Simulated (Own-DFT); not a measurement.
# Point defects and the pressure they add: 4H SiC

Source: density functional calculations with Own-DFT, an unreviewed in-house program that is no longer used. Nothing was measured or relaxed, and spin and spin-orbit coupling are left out.

All runs used: PBE; PseudoDojo norm-conserving scalar-relativistic files; cutoff 42 hartree; 4 x 4 x 3 k mesh centred on Gamma; Fermi-Dirac smearing of 0.1 eV.

Caveats (not all hold for every row): some atoms lie very close together; not probed for a lower state with spin; forces on such cells passed a denser k mesh, each cell not checked; stress not checked against mesh or cutoff.

All runs share one cell, with vectors in Å (9.248, 0.000, 0.000); (-4.624, 8.009, 0.000); (0.000, 0.000, 10.068) and a volume of 745.7 Å³. The atoms are randomly displaced, by u rms on each axis. The defect's site can differ from row to row.

```
cell,formula,u (Å),P (GPa)
no defect,C36Si36,0.0312,3.86
no defect,C36Si36,0.0625,6.32
no defect,C36Si36,0.0643,6.08
two N on a C site each,C34N2Si36,0.0299,?
two N on a C site each,C34N2Si36,0.0323,2.84
two N on a C site each,C34N2Si36,0.0460,3.79
two N on a C site each,C34N2Si36,0.0537,4.55
two Al on a Si site each,Al2C36Si34,0.0287,5.63
two Al on a Si site each,Al2C36Si34,0.0333,5.99
two Al on a Si site each,Al2C36Si34,0.0471,6.77
one Al on a Si site and one N on a C site,AlC35NSi35,0.0486,5.10
one Al on a Si site and one N on a C site,AlC35NSi35,0.0504,5.66
one Al on a Si site and one N on a C site,AlC35NSi35,0.0559,6.38
one C on a Si site and one Si on a C site,C36Si36,0.0305,7.37
one C on a Si site and one Si on a C site,C36Si36,0.0462,8.32
one C on a Si site and one Si on a C site,C36Si36,0.0508,8.47
```

## Working it out

P = P0 + c u² + a shift for each defect gives P0 = 3.00 GPa, c = 805 ± 64 GPa/Å² and a scatter of 0.21 GPa. The shifts, and each times the cell's volume:

- one C on a Si site and one Si on a C site: 3.54 ± 0.19 GPa, 16.5 eV
- two Al on a Si site each: 2.02 ± 0.20 GPa, 9.4 eV (4.7 eV for each of its 2 sites)
- one Al on a Si site and one N on a C site: 0.56 ± 0.17 GPa, 2.6 eV
- two N on a C site each: -0.89 ± 0.18 GPa, -4.2 eV (-2.1 eV for each of its 2 sites)

Against the defect-free cell, a freed cell would be larger where the shift is positive and smaller where it is negative (160.2 GPa Å³ is 1 eV). The atoms around the defects weren't relaxed, which would change these numbers.

## Withheld run

Q: what pressure belongs in the blank (two N on a C site each, u = 0.0299 Å)?

The fitted form gives 2.83 ± 0.25 GPa. Computed: 2.77 GPa.
